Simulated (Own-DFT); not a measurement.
SiGe$_{3}$ (diamond-structure random alloy, atoms displaced) (calculated)

All values are calculated (Own-DFT development build). A calculation, not a measurement: plane-wave density functional theory by an unreviewed code, no spin, of a simulated periodic cell, stress positive in tension, run twice, with PBE and with PBEsol, both on files made for PBE, so the change isn't that of files made for PBEsol, forces on such cells passed a denser k mesh, this cell's mesh not checked; the far tail of each file's local potential was reset to the Coulomb form; each entry is a single point on an unrelaxed cell, so the pressure reflects the starting lattice, mostly measured values (interpolated for alloys), from which strain is counted, and rises with the displacements; printed positions are rounded, which can move forces by about a meV/angstrom; the program, named Own-DFT, is a retired in-house code; no spin-orbit coupling; stress was not checked against mesh or cutoff.

```yaml
- formula: SiGe3
  kind: "diamond-structure random alloy, atoms displaced"
  structure:
    cell_angstrom: [[11.2025, 0.0, 0.0], [0.0, 11.2025, 0.0], [0.0, 0.0, 11.2025]]
    atoms_fractional:
      - [Si, 0.9998, 0.99771, 0.00092]
      - [Ge, 0.0027, 0.24909, 0.2471]
      - [Ge, 0.24915, 0.99917, 0.24668]
      - [Ge, 0.24434, 0.24759, 0.99975]
      - [Ge, 0.12884, 0.1201, 0.12463]
      - [Si, 0.1238, 0.37484, 0.37333]
      - [Ge, 0.37446, 0.12167, 0.3702]
      - [Ge, 0.37322, 0.37525, 0.12228]
      - [Ge, 0.99888, 0.00063, 0.50214]
      - [Si, 0.99577, 0.25071, 0.75605]
      - [Ge, 0.24961, 0.9992, 0.75259]
      - [Ge, 0.2487, 0.25033, 0.50131]
      - [Ge, 0.12534, 0.12582, 0.62537]
      - [Ge, 0.12413, 0.37618, 0.87476]
      - [Ge, 0.37955, 0.12935, 0.87804]
      - [Si, 0.37048, 0.37601, 0.62717]
      - [Ge, 0.99526, 0.49775, 0.99663]
      - [Si, 0.99274, 0.74857, 0.25308]
      - [Ge, 0.24595, 0.50477, 0.25515]
      - [Ge, 0.24475, 0.75054, 0.9973]
      - [Si, 0.12323, 0.62575, 0.12445]
      - [Si, 0.12259, 0.87849, 0.37447]
      - [Ge, 0.37153, 0.62491, 0.37478]
      - [Ge, 0.37264, 0.88001, 0.124]
      - [Ge, 0.00264, 0.50047, 0.50049]
      - [Ge, 0.99951, 0.74676, 0.75653]
      - [Ge, 0.25009, 0.50443, 0.74897]
      - [Si, 0.24798, 0.7531, 0.49513]
      - [Ge, 0.1246, 0.61817, 0.62487]
      - [Si, 0.12656, 0.87606, 0.87622]
      - [Si, 0.37318, 0.62489, 0.87396]
      - [Si, 0.37056, 0.87093, 0.62176]
      - [Si, 0.49704, 6.0e-05, 0.00064]
      - [Ge, 0.4988, 0.25586, 0.24974]
      - [Ge, 0.74694, 0.00491, 0.24827]
      - [Ge, 0.75087, 0.25168, 0.99668]
      - [Ge, 0.6231, 0.1236, 0.13013]
      - [Ge, 0.62754, 0.37369, 0.3716]
      - [Ge, 0.87453, 0.12416, 0.38044]
      - [Ge, 0.87256, 0.377, 0.1233]
      - [Ge, 0.49634, 0.99802, 0.50015]
      - [Si, 0.50366, 0.2472, 0.74815]
      - [Si, 0.74765, 0.0026, 0.74806]
      - [Ge, 0.75318, 0.25087, 0.49851]
      - [Ge, 0.62233, 0.12162, 0.62382]
      - [Ge, 0.62614, 0.37893, 0.8783]
      - [Ge, 0.87439, 0.1214, 0.86873]
      - [Ge, 0.87476, 0.3752, 0.62492]
      - [Si, 0.49995, 0.49999, 0.00089]
      - [Ge, 0.4987, 0.75011, 0.24819]
      - [Ge, 0.75003, 0.50108, 0.24955]
      - [Ge, 0.75089, 0.75136, 0.00139]
      - [Ge, 0.61937, 0.62541, 0.12475]
      - [Ge, 0.6273, 0.8764, 0.37773]
      - [Si, 0.87925, 0.62331, 0.37672]
      - [Ge, 0.87473, 0.87435, 0.12425]
      - [Ge, 0.50106, 0.5035, 0.50071]
      - [Ge, 0.50266, 0.74771, 0.74821]
      - [Ge, 0.75148, 0.49908, 0.74828]
      - [Ge, 0.7528, 0.74649, 0.49783]
      - [Ge, 0.62248, 0.62245, 0.62176]
      - [Ge, 0.62526, 0.87242, 0.87489]
      - [Ge, 0.87461, 0.62847, 0.86991]
      - [Ge, 0.87327, 0.87173, 0.62631]
  settings:
    functional: "PBE, then PBEsol"
    potential_files: "PseudoDojo norm-conserving, scalar-relativistic, standard set"
    "wave_cutoff [hartree]": 42.0
    occupations: Fermi-Dirac
    "smearing_width [eV]": 0.1
    k_mesh: "3 x 3 x 3 centred on Gamma"
  results:
    "PBE_pressure [GPa]": 3.32
    "PBE_stress_xx [GPa]": -3.34
    "PBE_stress_yy [GPa]": -3.32
    "PBE_stress_zz [GPa]": -3.31
    "PBE_stress_yz [GPa]": 0.07
    "PBE_stress_xz [GPa]": -0.32
    "PBE_stress_xy [GPa]": -0.08
    "PBEsol_pressure [GPa]": 0.62
    "PBEsol_stress_xx [GPa]": -0.63
    "PBEsol_stress_yy [GPa]": -0.62
    "PBEsol_stress_zz [GPa]": -0.6
    "PBEsol_stress_yz [GPa]": 0.07
    "PBEsol_stress_xz [GPa]": -0.3
    "PBEsol_stress_xy [GPa]": -0.08
    force_element: [Si, Ge, Ge, Ge, Ge, Si, Ge, Ge, Ge, Si, Ge, Ge, Ge, Ge, Ge, Si, Ge, Si, Ge, Ge, Si, Si, Ge, Ge, Ge, Ge, Ge, Si, Ge, Si, Si, Si, Si, Ge, Ge, Ge, Ge, Ge, Ge, Ge, Ge, Si, Si, Ge, Ge, Ge, Ge, Ge, Si, Ge, Ge, Ge, Ge, Ge, Si, Ge, Ge, Ge, Ge, Ge, Ge, Ge, Ge, Ge]
    "PBE_force_x [eV/angstrom]": [0.246, -0.227, -0.283, 0.576, -1.085, 0.062, 0.005, -0.301, 0.34, 0.626, 0.433, 0.217, -0.574, -0.211, 0.018, 0.98, 0.55, 1.136, -0.321, 0.416, -0.723, -0.21, 0.302, 0.358, -0.335, 1.018, 0.577, -0.354, 0.227, -0.741, 0.546, 0.027, 0.571, -0.172, 0.725, -0.158, -0.529, -0.189, 0.316, 0.235, -0.292, -0.521, -0.073, -0.688, 0.322, -0.658, 0.137, 0.519, -0.668, -0.225, 0.25, -0.26, 0.457, -0.17, -0.325, 0.271, -0.835, -1.011, -0.387, -0.029, 0.809, -0.107, -0.61, -0.001]
    "PBE_force_y [eV/angstrom]": [-0.074, 0.142, -0.453, 0.339, 0.129, -0.141, 0.659, 0.554, -0.505, 0.021, -0.197, 0.393, 0.318, -0.199, -0.327, -0.352, 0.827, 0.078, -0.616, -0.284, 0.145, -0.704, 0.654, -0.748, -0.638, 0.973, -0.757, -0.041, 1.733, 0.192, 0.008, 0.007, 0.042, -0.608, -0.694, -0.734, 0.559, 0.408, 0.084, -0.432, -0.37, 1.011, -0.762, -0.094, 0.443, -0.318, -0.106, -0.338, 0.302, 0.498, 0.509, -0.472, -0.195, -0.268, 0.029, 0.325, -1.211, 0.154, 0.292, -0.162, 0.334, 1.008, -0.697, 0.328]
    "PBE_force_z [eV/angstrom]": [-0.506, 0.399, 0.873, -0.142, -0.401, 0.204, 0.44, 0.078, 0.009, -0.918, -0.202, -0.461, 0.726, -0.341, -0.38, 0.027, 0.435, -0.164, -0.888, 0.246, 0.263, -0.18, 0.389, -0.535, -0.696, -0.901, 0.417, 0.385, -0.299, 0.053, 0.47, 0.293, -0.027, -0.096, 0.597, 0.415, -1.306, 0.632, -0.982, 0.194, 0.158, 0.043, -0.049, 0.416, 0.086, -0.606, 0.723, 0.289, -0.478, 0.433, 0.2, -0.164, -0.302, -0.435, -0.307, 0.444, -0.271, -0.058, -0.011, -0.039, 0.405, 0.054, 0.937, 0.41]
    "PBEsol_force_x [eV/angstrom]": [0.198, -0.248, -0.231, 0.565, -1.01, 0.061, 0.01, -0.314, 0.295, 0.612, 0.417, 0.199, -0.528, -0.183, -0.058, 0.92, 0.506, 1.08, -0.238, 0.438, -0.67, -0.214, 0.331, 0.309, -0.322, 0.939, 0.476, -0.345, 0.185, -0.682, 0.498, 0.08, 0.554, -0.163, 0.691, -0.152, -0.478, -0.182, 0.301, 0.224, -0.241, -0.474, -0.07, -0.662, 0.312, -0.558, 0.102, 0.466, -0.613, -0.216, 0.205, -0.255, 0.48, -0.169, -0.366, 0.186, -0.775, -0.91, -0.373, -0.068, 0.782, -0.1, -0.583, 0.027]
    "PBEsol_force_y [eV/angstrom]": [-0.035, 0.11, -0.396, 0.328, 0.163, -0.141, 0.635, 0.491, -0.448, 0.022, -0.124, 0.31, 0.278, -0.162, -0.316, -0.31, 0.767, 0.125, -0.591, -0.245, 0.109, -0.605, 0.594, -0.751, -0.617, 0.898, -0.73, -0.128, 1.632, 0.15, 0.047, 0.052, 0.039, -0.597, -0.671, -0.692, 0.57, 0.395, 0.083, -0.421, -0.322, 0.956, -0.748, -0.091, 0.424, -0.32, -0.065, -0.292, 0.257, 0.478, 0.449, -0.45, -0.15, -0.255, -0.024, 0.311, -1.13, 0.146, 0.286, -0.117, 0.326, 0.905, -0.678, 0.287]
    "PBEsol_force_z [eV/angstrom]": [-0.454, 0.357, 0.804, -0.131, -0.357, 0.202, 0.424, 0.116, 0.041, -0.898, -0.205, -0.447, 0.669, -0.292, -0.361, -0.006, 0.39, -0.209, -0.852, 0.269, 0.219, -0.185, 0.336, -0.474, -0.596, -0.902, 0.395, 0.37, -0.254, 0.014, 0.421, 0.334, -0.021, -0.093, 0.584, 0.404, -1.223, 0.603, -0.946, 0.173, 0.11, 0.074, -0.05, 0.394, 0.012, -0.59, 0.741, 0.249, -0.429, 0.42, 0.163, -0.165, -0.252, -0.423, -0.247, 0.424, -0.289, -0.06, -0.012, 0.003, 0.391, 0.052, 0.902, 0.363]
    "rms_change_of_force_components_from_PBE_to_PBEsol [eV/angstrom]": 0.043
```
